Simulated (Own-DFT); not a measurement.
# One host, several defects: C11b WSi2

Everything here is calculated. The program is Own-DFT (plane waves, in-house, since retired, never reviewed by a person); positions were held fixed, and spin and spin-orbit coupling were off.

All runs used: PBE; PseudoDojo norm-conserving scalar-relativistic files; cutoff 50 hartree; 5 x 5 x 5 k mesh centred on Gamma; cold (Marzari-Vanderbilt) smearing of 0.2 eV.

Known weak points: forces on such cells failed a check on a denser k mesh; stress not checked against mesh or cutoff.

All runs share one cell, with vectors in Å (-2.148, -5.953, 3.409); (-6.444, 2.976, 1.136); (-2.553, -2.948, -6.757) and a volume of 403.2 Å³. Atoms were moved at random from their sites; u is the rms move along one axis. The defect's site can differ from row to row.

```
              cell  formula   u (Å)  P (GPa)
         no defect  Si20W10  0.0189     4.24
         no defect  Si20W10  0.0204     4.66
         no defect  Si20W10  0.0488     6.63
one W on a Si site  Si19W11  0.0300     9.98
one W on a Si site  Si19W11  0.0315     9.84
one W on a Si site  Si19W11  0.0494    10.64
    one Si vacancy  Si19W10  0.0276     3.37
    one Si vacancy  Si19W10  0.0517     4.41
    one Si vacancy  Si19W10  0.0520     4.91
     one W vacancy   Si20W9  0.0294     3.45
     one W vacancy   Si20W9  0.0532     4.27
     one W vacancy   Si20W9  0.0570     4.91
one Si on a W site   Si21W9  0.0318        ?
one Si on a W site   Si21W9  0.0355     6.76
one Si on a W site   Si21W9  0.0453     7.12
one Si on a W site   Si21W9  0.0468     7.27
```

## What the rows give

P = P0 + c u² + a shift for each defect gives P0 = 4.43 GPa, c = 709 ± 96 GPa/Å² and a scatter of 0.31 GPa. The shifts, and each times the cell's volume:

- one W on a Si site: 4.70 ± 0.26 GPa, 11.8 eV
- one Si on a W site: 1.32 ± 0.26 GPa, 3.3 eV
- one Si vacancy: -1.66 ± 0.27 GPa, -4.2 eV
- one W vacancy: -1.86 ± 0.28 GPa, -4.7 eV

A positive shift means that the defect pushes the cell outwards. Shift times volume (160.2 GPa Å³ is 1 eV) depends little on the cell's size, so, taken for each site, it can be compared between cells at like pressure. The atoms around the defects weren't relaxed, which would change these numbers.

## Withheld run

The question: what pressure belongs in the blank (one Si on a W site, u = 0.0318 Å)?

The fit gives 6.47 ± 0.37 GPa. The calculation gave 6.49 GPa.
